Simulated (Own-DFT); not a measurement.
## Calculated data, GaN (wurtzite, strained, atoms displaced), AlN (wurtzite, strained, atoms displaced)

A calculation, not a measurement: plane-wave PBE density functional theory by an unreviewed code, no spin, of a simulated periodic cell, stress positive in tension, free energy of the whole cell less one offset for each atom, forces on such cells passed a denser k mesh, this cell's mesh not checked; offsets are fitted by least squares, one for each functional and potential file, so energies compare only between cells with the same atoms and settings and are not formation energies; the far tail of each file's local potential was reset to the Coulomb form; each entry is a single point on an unrelaxed cell, so the pressure reflects the starting lattice, mostly measured values (interpolated for alloys), from which strain is counted, and rises with the displacements; printed positions are rounded, which can move forces by about a meV/angstrom; the program, named Own-DFT, is a retired in-house code; no spin-orbit coupling. Program: Own-DFT development build.

Common to all runs: functional PBE.

```json
{"entry": 1, "formula": "GaN", "kind": "wurtzite, strained, atoms displaced", "structure": {"cell_angstrom": [[12.756, 0.0, 0.0], [-4.7835, 8.2853, 0.0], [0.0, 0.0, 10.2404]], "atoms_fractional": [["Ga", 0.08256, 0.21889, 0.99488], ["Ga", 0.17115, 0.11265, 0.25677], ["N", 0.08747, 0.23475, 0.18591], ["N", 0.16314, 0.11029, 0.43645], ["Ga", 0.08012, 0.21, 0.50712], ["Ga", 0.16392, 0.09697, 0.75966], ["N", 0.08756, 0.22977, 0.68535], ["N", 0.17069, 0.11512, 0.9424], ["Ga", 0.08029, 0.55858, 0.00215], ["Ga", 0.16141, 0.43861, 0.24657], ["N", 0.08172, 0.55689, 0.19203], ["N", 0.16687, 0.43891, 0.43678], ["Ga", 0.08412, 0.56294, 0.49603], ["Ga", 0.16855, 0.45332, 0.75292], ["N", 0.08632, 0.55766, 0.6862], ["N", 0.16906, 0.44556, 0.93603], ["Ga", 0.08143, 0.89652, 0.00184], ["Ga", 0.16578, 0.77848, 0.24683], ["N", 0.08549, 0.89312, 0.18674], ["N", 0.16974, 0.77909, 0.43631], ["Ga", 0.08696, 0.8958, 0.49528], ["Ga", 0.16226, 0.77168, 0.74797], ["N", 0.09068, 0.89824, 0.6847], ["N", 0.16192, 0.76933, 0.93902], ["Ga", 0.33036, 0.21767, 0.00739], ["Ga", 0.40938, 0.09504, 0.25337], ["N", 0.3339, 0.2277, 0.19072], ["N", 0.41552, 0.10359, 0.44044], ["Ga", 0.32448, 0.22174, 0.5007], ["Ga", 0.41635, 0.11652, 0.75269], ["N", 0.32807, 0.21557, 0.69306], ["N", 0.41564, 0.10905, 0.9438], ["Ga", 0.33896, 0.55421, 0.004], ["Ga", 0.41458, 0.44943, 0.2546], ["N", 0.33973, 0.54973, 0.18851], ["N", 0.41525, 0.44112, 0.43657], ["Ga", 0.33388, 0.55895, 0.50565], ["Ga", 0.41812, 0.44721, 0.74592], ["N", 0.33775, 0.5467, 0.68326], ["N", 0.42154, 0.4483, 0.94294], ["Ga", 0.32948, 0.8888, 0.00483], ["Ga", 0.41713, 0.78387, 0.24792], ["N", 0.33843, 0.88531, 0.18789], ["N", 0.41566, 0.77119, 0.43633], ["Ga", 0.34189, 0.88259, 0.49692], ["Ga", 0.41986, 0.79156, 0.74476], ["N", 0.33551, 0.89171, 0.69369], ["N", 0.41861, 0.77932, 0.94106], ["Ga", 0.58805, 0.22675, 0.99661], ["Ga", 0.66918, 0.111, 0.24967], ["N", 0.58484, 0.22764, 0.18534], ["N", 0.66632, 0.10626, 0.438], ["Ga", 0.586, 0.22884, 0.50345], ["Ga", 0.66257, 0.11578, 0.76061], ["N", 0.58117, 0.21841, 0.6934], ["N", 0.67007, 0.11272, 0.94512], ["Ga", 0.57753, 0.55677, 0.00664], ["Ga", 0.66483, 0.44867, 0.25427], ["N", 0.58712, 0.55661, 0.18366], ["N", 0.66927, 0.44298, 0.43147], ["Ga", 0.59104, 0.56606, 0.50436], ["Ga", 0.66775, 0.43627, 0.74276], ["N", 0.58195, 0.55467, 0.68836], ["N", 0.66523, 0.4386, 0.94338], ["Ga", 0.57629, 0.88773, 0.99912], ["Ga", 0.66496, 0.7766, 0.25029], ["N", 0.57973, 0.88318, 0.19586], ["N", 0.66022, 0.77718, 0.44581], ["Ga", 0.59534, 0.89537, 0.49988], ["Ga", 0.67411, 0.77459, 0.74584], ["N", 0.58409, 0.88628, 0.68555], ["N", 0.66716, 0.77236, 0.93142], ["Ga", 0.82532, 0.21795, 0.99918], ["Ga", 0.92073, 0.1167, 0.25265], ["N", 0.83283, 0.22218, 0.19318], ["N", 0.9187, 0.10971, 0.43347], ["Ga", 0.83998, 0.22428, 0.49967], ["Ga", 0.92099, 0.12253, 0.75066], ["N", 0.84311, 0.22681, 0.68631], ["N", 0.91484, 0.10306, 0.93816], ["Ga", 0.83158, 0.55032, 0.00146], ["Ga", 0.91896, 0.43969, 0.25037], ["N", 0.83395, 0.55373, 0.18009], ["N", 0.91248, 0.43132, 0.43732], ["Ga", 0.82928, 0.55722, 0.50021], ["Ga", 0.9117, 0.45373, 0.76047], ["N", 0.83049, 0.54789, 0.68992], ["N", 0.91013, 0.44515, 0.94698], ["Ga", 0.84259, 0.88939, 0.99193], ["Ga", 0.9195, 0.78745, 0.25329], ["N", 0.82869, 0.88908, 0.18606], ["N", 0.90943, 0.77563, 0.44421], ["Ga", 0.8472, 0.89779, 0.4992], ["Ga", 0.92276, 0.79272, 0.75358], ["N", 0.82524, 0.87507, 0.69295], ["N", 0.91827, 0.78294, 0.93567]]}, "settings": {"potential_files": "PseudoDojo norm-conserving, scalar-relativistic, standard set with the stringent files for Ga", "wave_cutoff [hartree]": 96.0, "occupations": "Gaussian", "smearing_width [eV]": 0.01, "k_mesh": "3 x 4 x 3 centred on Gamma"}, "results": {"free_energy_of_cell_above_offsets [eV]": "-2.804", "pressure [GPa]": 10.19, "stress_xx [GPa]": -7.91, "stress_yy [GPa]": -8.66, "stress_zz [GPa]": -14.0, "stress_yz [GPa]": 0.67, "stress_xz [GPa]": -0.62, "stress_xy [GPa]": 0.95, "force_element": ["Ga", "Ga", "N", "N", "Ga", "Ga", "N", "N", "Ga", "Ga", "N", "N", "Ga", "Ga", "N", "N", "Ga", "Ga", "N", "N", "Ga", "Ga", "N", "N", "Ga", "Ga", "N", "N", "Ga", "Ga", "N", "N", "Ga", "Ga", "N", "N", "Ga", "Ga", "N", "N", "Ga", "Ga", "N", "N", "Ga", "Ga", "N", "N", "Ga", "Ga", "N", "N", "Ga", "Ga", "N", "N", "Ga", "Ga", "N", "N", "Ga", "Ga", "N", "N", "Ga", "Ga", "N", "N", "Ga", "Ga", "N", "N", "Ga", "Ga", "N", "N", "Ga", "Ga", "N", "N", "Ga", "Ga", "N", "N", "Ga", "Ga", "N", "N", "Ga", "Ga", "N", "N", "Ga", "Ga", "N", "N"], "force_x [eV/angstrom]": [-0.5, -0.834, 0.311, 0.173, -0.554, -0.312, 0.314, -0.56, 0.735, 1.184, 0.602, -0.622, 0.57, 1.13, -1.262, -0.496, 0.986, 0.423, -0.153, -0.545, 0.424, 0.882, -0.783, -0.539, 1.121, 0.639, 0.549, -0.464, 1.985, -0.281, 0.023, -0.029, -0.865, 2.302, -3.053, 0.47, 0.122, 0.671, -2.203, -0.929, 0.672, 1.438, -2.45, 0.937, -1.512, 1.445, -1.189, -1.43, -1.129, -1.227, -0.057, 0.016, 0.154, 2.122, -0.168, -1.492, 1.971, 0.897, -0.943, -0.767, -0.926, -1.592, 1.224, -0.308, 2.315, 0.095, 0.422, 3.184, -2.579, -3.565, 0.21, -0.265, 2.611, -0.105, 0.62, 0.161, -1.005, 0.609, -2.2, -0.354, -1.864, -1.537, 0.121, -0.34, 1.483, 2.455, -0.464, 1.975, -3.318, -0.532, 1.201, 2.62, -3.301, 0.361, 2.892, 1.778], "force_y [eV/angstrom]": [1.107, 0.849, -3.077, -0.319, 2.294, 3.053, -1.172, -0.714, -1.299, 2.289, 0.213, 0.163, -1.807, -0.482, -0.153, 0.08, -1.104, -0.184, 0.151, 0.752, -1.445, 0.921, -2.211, 1.753, 1.419, 2.949, -1.171, 0.83, 0.256, -0.821, 0.707, 0.139, 0.215, -0.851, 1.72, 0.327, -1.073, -1.045, 1.737, -1.631, -0.413, -2.361, -0.206, 0.523, 0.746, -1.942, 0.099, -0.418, -0.732, 0.085, -1.089, 1.626, -1.512, -1.336, 0.078, -1.104, 0.373, -0.612, 0.216, 0.515, -1.793, 1.34, -0.794, 1.475, -0.292, -0.218, 1.048, 0.056, -0.042, -0.913, 0.997, 0.889, 0.648, -0.549, -0.341, 0.051, -1.22, -1.169, 0.437, 1.844, 1.156, 0.627, 0.888, 2.789, -1.032, -1.37, 1.989, -0.852, -0.698, -1.456, 0.615, -0.138, -0.425, -1.485, 3.293, -1.253], "force_z [eV/angstrom]": [0.605, -2.109, -0.501, 0.672, -1.405, -0.918, 2.063, 0.047, 0.082, 1.09, -0.571, 0.444, -0.012, -1.024, 0.206, 1.127, -0.358, 0.246, 0.907, 0.036, 0.343, 0.185, -0.144, 0.042, -0.689, -0.355, 0.882, 0.443, 0.371, 0.231, -0.477, -0.341, -0.768, -0.11, -0.145, 1.413, -2.046, 1.358, 1.768, -1.212, -1.605, 0.834, -0.03, 0.061, 1.04, 0.963, -0.961, -0.673, 1.365, 0.026, 0.953, 0.422, -1.002, -1.816, -0.733, -0.712, -1.962, -2.641, 2.442, 2.526, -0.822, 2.063, 0.066, -1.696, 0.554, 0.246, -1.309, -1.697, 0.541, 1.205, 1.098, 1.368, 1.228, -1.896, -1.037, 1.383, 0.291, 0.019, 0.987, -0.125, -0.434, -0.158, 2.958, 0.101, -0.048, -1.1, -0.657, -0.95, 1.468, -1.061, 0.248, -1.048, 1.155, -1.212, -1.948, 0.344]}}
{"entry": 2, "formula": "AlN", "kind": "wurtzite, strained, atoms displaced", "structure": {"cell_angstrom": [[12.5089, -0.0865, -0.0785], [-6.3294, 10.953, -0.1004], [-0.0629, -0.1291, 10.0922]], "atoms_fractional": [["Al", 0.08399, 0.16704, 0.00055], ["Al", 0.16827, 0.08492, 0.2474], ["N", 0.0865, 0.173, 0.19079], ["N", 0.16666, 0.07842, 0.44692], ["Al", 0.08979, 0.17737, 0.499], ["Al", 0.16861, 0.08069, 0.75233], ["N", 0.08379, 0.16474, 0.69133], ["N", 0.17359, 0.08283, 0.9334], ["Al", 0.07134, 0.41355, 0.99586], ["Al", 0.1632, 0.33006, 0.25532], ["N", 0.08154, 0.41975, 0.17883], ["N", 0.16979, 0.33161, 0.4477], ["Al", 0.08042, 0.41011, 0.4999], ["Al", 0.17319, 0.33247, 0.74319], ["N", 0.08342, 0.41516, 0.68865], ["N", 0.16441, 0.32968, 0.94386], ["Al", 0.08862, 0.67387, 0.00141], ["Al", 0.16204, 0.58199, 0.25082], ["N", 0.08408, 0.66666, 0.18555], ["N", 0.17195, 0.58479, 0.44701], ["Al", 0.08071, 0.66593, 0.4978], ["Al", 0.15902, 0.57776, 0.75329], ["N", 0.07858, 0.66585, 0.69562], ["N", 0.17174, 0.58592, 0.94279], ["Al", 0.08112, 0.91643, 0.00039], ["Al", 0.16018, 0.82976, 0.2475], ["N", 0.07429, 0.90848, 0.19023], ["N", 0.16626, 0.83411, 0.44326], ["Al", 0.07801, 0.9118, 0.48854], ["Al", 0.16909, 0.83283, 0.74991], ["N", 0.08774, 0.92498, 0.6932], ["N", 0.16013, 0.83245, 0.94279], ["Al", 0.34144, 0.16708, 0.99107], ["Al", 0.41186, 0.078, 0.24364], ["N", 0.34586, 0.17534, 0.18575], ["N", 0.40765, 0.07364, 0.44051], ["Al", 0.33332, 0.16409, 0.49729], ["Al", 0.41835, 0.08906, 0.7529], ["N", 0.32755, 0.17129, 0.68902], ["N", 0.41834, 0.08029, 0.935], ["Al", 0.33115, 0.42126, 0.00874], ["Al", 0.41786, 0.33344, 0.2531], ["N", 0.33707, 0.42283, 0.18867], ["N", 0.42013, 0.32631, 0.44286], ["Al", 0.33842, 0.41827, 0.49918], ["Al", 0.42046, 0.3359, 0.7401], ["N", 0.33745, 0.42579, 0.68628], ["N", 0.4144, 0.33703, 0.9378], ["Al", 0.33259, 0.673, 0.00346], ["Al", 0.41473, 0.58889, 0.25082], ["N", 0.34118, 0.66904, 0.18453], ["N", 0.41119, 0.57582, 0.43754], ["Al", 0.33962, 0.67067, 0.50433], ["Al", 0.41719, 0.58179, 0.74648], ["N", 0.32652, 0.6611, 0.69675], ["N", 0.42071, 0.59203, 0.9462], ["Al", 0.33002, 0.92032, 0.99514], ["Al", 0.41174, 0.83256, 0.24829], ["N", 0.33156, 0.91681, 0.19747], ["N", 0.4154, 0.83506, 0.44508], ["Al", 0.3388, 0.91693, 0.49842], ["Al", 0.42326, 0.83549, 0.744], ["N", 0.33967, 0.91965, 0.68723], ["N", 0.42169, 0.83943, 0.93222], ["Al", 0.58611, 0.16681, 0.99936], ["Al", 0.66051, 0.08041, 0.24981], ["N", 0.59022, 0.17378, 0.18893], ["N", 0.67527, 0.08792, 0.44502], ["Al", 0.57989, 0.16194, 0.50096], ["Al", 0.666, 0.0847, 0.74215], ["N", 0.58757, 0.16772, 0.69405], ["N", 0.66332, 0.08138, 0.93715], ["Al", 0.58516, 0.41686, 0.99756], ["Al", 0.66638, 0.32904, 0.25583], ["N", 0.58135, 0.41532, 0.19483], ["N", 0.66655, 0.33264, 0.44539], ["Al", 0.58591, 0.42274, 0.49666], ["Al", 0.66992, 0.33436, 0.74822], ["N", 0.5847, 0.41691, 0.68067], ["N", 0.67019, 0.33829, 0.93852], ["Al", 0.58849, 0.67165, 0.99657], ["Al", 0.66897, 0.58059, 0.24756], ["N", 0.57949, 0.66386, 0.18598], ["N", 0.66042, 0.57713, 0.44048], ["Al", 0.58735, 0.67794, 0.50518], ["Al", 0.6594, 0.57861, 0.74772], ["N", 0.57682, 0.65985, 0.69472], ["N", 0.66279, 0.57319, 0.94093], ["Al", 0.58229, 0.91391, 0.99599], ["Al", 0.66029, 0.82489, 0.25055], ["N", 0.58196, 0.92302, 0.18609], ["N", 0.66463, 0.84236, 0.43995], ["Al", 0.58979, 0.9228, 0.50347], ["Al", 0.65553, 0.82988, 0.74956], ["N", 0.58439, 0.91918, 0.68562], ["N", 0.67124, 0.8387, 0.94062], ["Al", 0.83486, 0.16234, 0.00952], ["Al", 0.91606, 0.08183, 0.25725], ["N", 0.82838, 0.1681, 0.19343], ["N", 0.92218, 0.08414, 0.44447], ["Al", 0.83421, 0.16386, 0.49983], ["Al", 0.92045, 0.08805, 0.75569], ["N", 0.84603, 0.16906, 0.69527], ["N", 0.90801, 0.07625, 0.94126], ["Al", 0.82157, 0.41217, 0.99519], ["Al", 0.92235, 0.33717, 0.25402], ["N", 0.83244, 0.41437, 0.1903], ["N", 0.91959, 0.33447, 0.44429], ["Al", 0.82927, 0.41766, 0.49884], ["Al", 0.91586, 0.33905, 0.74628], ["N", 0.83039, 0.41606, 0.68558], ["N", 0.9168, 0.33049, 0.94339], ["Al", 0.82327, 0.66296, 0.00155], ["Al", 0.91775, 0.57872, 0.25305], ["N", 0.83109, 0.665, 0.1906], ["N", 0.91761, 0.58669, 0.43914], ["Al", 0.8279, 0.66268, 0.49804], ["Al", 0.91649, 0.58371, 0.75152], ["N", 0.8354, 0.66895, 0.69791], ["N", 0.92093, 0.58748, 0.94081], ["Al", 0.82802, 0.91105, 0.0048], ["Al", 0.91376, 0.82933, 0.25339], ["N", 0.83574, 0.91613, 0.19154], ["N", 0.91593, 0.82817, 0.43945], ["Al", 0.83043, 0.92637, 0.49797], ["Al", 0.92163, 0.83985, 0.74175], ["N", 0.82557, 0.91118, 0.68747], ["N", 0.90893, 0.82377, 0.93922]]}, "settings": {"potential_files": "PseudoDojo norm-conserving, scalar-relativistic, standard set", "wave_cutoff [hartree]": 42.0, "occupations": "Fermi-Dirac", "smearing_width [eV]": 0.1, "k_mesh": "2 x 2 x 2 centred on Gamma"}, "results": {"free_energy_of_cell_above_offsets [eV]": "-55.090", "pressure [GPa]": -0.73, "stress_xx [GPa]": 0.06, "stress_yy [GPa]": 0.25, "stress_zz [GPa]": 1.88, "stress_yz [GPa]": -3.32, "stress_xz [GPa]": -1.94, "stress_xy [GPa]": -2.86, "force_element": ["Al", "Al", "N", "N", "Al", "Al", "N", "N", "Al", "Al", "N", "N", "Al", "Al", "N", "N", "Al", "Al", "N", "N", "Al", "Al", "N", "N", "Al", "Al", "N", "N", "Al", "Al", "N", "N", "Al", "Al", "N", "N", "Al", "Al", "N", "N", "Al", "Al", "N", "N", "Al", "Al", "N", "N", "Al", "Al", "N", "N", "Al", "Al", "N", "N", "Al", "Al", "N", "N", "Al", "Al", "N", "N", "Al", "Al", "N", "N", "Al", "Al", "N", "N", "Al", "Al", "N", "N", "Al", "Al", "N", "N", "Al", "Al", "N", "N", "Al", "Al", "N", "N", "Al", "Al", "N", "N", "Al", "Al", "N", "N", "Al", "Al", "N", "N", "Al", "Al", "N", "N", "Al", "Al", "N", "N", "Al", "Al", "N", "N", "Al", "Al", "N", "N", "Al", "Al", "N", "N", "Al", "Al", "N", "N", "Al", "Al", "N", "N"], "force_x [eV/angstrom]": [0.147, 0.333, 0.028, -1.054, 1.031, -1.028, 0.325, -1.124, 3.268, 0.48, 0.695, -0.616, 0.724, -1.157, -0.041, -0.455, -0.306, 1.181, -0.079, -1.087, 1.139, 0.654, 0.97, -1.693, -0.864, 0.474, 0.851, 0.259, 1.074, -0.579, 0.582, 1.251, -1.266, 0.532, -1.238, 1.276, -0.053, -0.044, 2.258, -0.223, 0.492, -0.286, -0.415, -1.506, 0.419, -0.961, 0.793, 0.905, 1.544, 1.35, -2.353, 0.546, -0.698, -1.921, 1.085, -0.175, 1.191, 0.965, -0.473, 1.75, -1.914, -1.827, -0.576, -1.348, 0.391, 0.746, -0.92, -2.055, -0.137, 1.708, -1.151, 0.677, -1.297, -0.434, 1.055, -0.607, 0.484, -0.863, 0.254, -2.404, -0.541, -1.28, 0.991, -0.339, 0.098, 1.682, 0.505, -1.24, -0.149, -0.148, 0.417, 0.97, -1.69, 2.167, 0.39, -1.279, -1.183, -0.297, 1.389, -0.784, 1.229, 0.506, -2.801, 1.481, 4.19, -1.059, -0.086, -0.957, 1.348, 1.168, 0.479, -2.967, 2.388, -0.821, 0.552, -0.41, 0.442, -0.703, -0.803, -0.837, 1.76, -0.436, -0.886, -2.03, 1.934, -0.723, -0.084, -0.208], "force_y [eV/angstrom]": [-0.169, -0.213, -1.868, 0.998, -3.312, 1.332, 0.367, -0.39, 1.485, 2.145, -0.559, 1.291, 1.991, 0.084, -0.191, 0.673, -1.741, 0.387, -0.158, -0.662, 0.598, 0.896, 0.02, -0.565, -0.283, 0.408, 1.711, -0.824, 1.053, 0.543, -2.318, 0.876, 1.274, 1.844, -2.07, 1.771, -0.376, -0.706, -0.37, 0.847, 0.155, 0.914, -1.137, 0.832, -0.411, 0.326, -2.083, -0.4, -0.071, -1.275, 0.598, 2.313, -0.897, 0.685, 1.227, -0.905, -0.967, 0.244, -0.84, -0.414, -0.537, -0.792, 0.01, -0.74, 0.101, 1.243, -2.172, -1.061, 0.758, 0.318, 0.227, 0.212, -0.983, 1.582, -0.134, -0.686, -1.956, 0.19, -0.237, -2.292, -0.984, 0.01, 0.353, 2.46, -1.873, 0.678, 1.745, 1.576, 1.318, 1.685, -1.933, -1.598, 0.084, 0.623, -0.282, -1.528, 0.451, 0.332, -0.392, 0.814, 1.621, -1.396, 0.281, 0.38, 2.36, -0.534, 0.017, -0.567, 0.246, -1.22, 0.495, -0.914, 0.376, 0.532, -0.317, -1.191, 0.705, 0.351, -0.691, -1.252, 0.945, -0.115, -0.286, -0.02, -1.63, -0.947, 0.862, 1.606], "force_z [eV/angstrom]": [-0.661, 0.43, 0.311, -1.913, 1.474, -0.932, -0.191, 2.264, -0.06, -1.08, 2.657, -1.5, 0.889, 1.523, 0.312, -0.848, -0.778, -0.062, 1.274, -1.244, 1.061, -0.157, -0.991, -0.175, -0.529, 0.897, -0.047, -0.777, 2.024, -0.432, -1.143, -0.42, 0.657, 1.078, -0.14, -0.664, 0.702, -1.599, -0.113, 0.957, -1.834, -0.434, 2.187, -0.395, 0.01, 1.225, -0.277, -0.396, -1.669, -0.355, 1.506, 0.48, 0.299, 2.138, -0.999, -1.027, 0.297, 0.41, -1.831, -0.951, 0.729, 0.589, 0.675, 0.872, -0.191, 0.121, 0.05, -0.601, -0.04, 1.718, -0.855, 0.016, 1.056, -0.242, -0.615, -0.562, 0.089, -0.286, 1.218, -1.035, 0.208, 0.218, 0.816, -0.384, -0.798, 0.52, -0.993, -0.767, 0.456, -0.751, 0.565, -0.404, -0.932, 0.429, 0.375, -0.552, -1.476, -1.202, 0.96, -0.827, 1.067, -0.297, -1.343, 0.832, 1.565, -0.785, 0.318, -0.634, -0.045, 0.695, 0.507, -1.33, -0.501, -1.314, 0.253, 0.108, 1.049, 0.544, -1.601, 0.331, -0.7, -0.491, 0.897, 0.101, 1.067, 1.099, -0.089, 0.089]}}
```
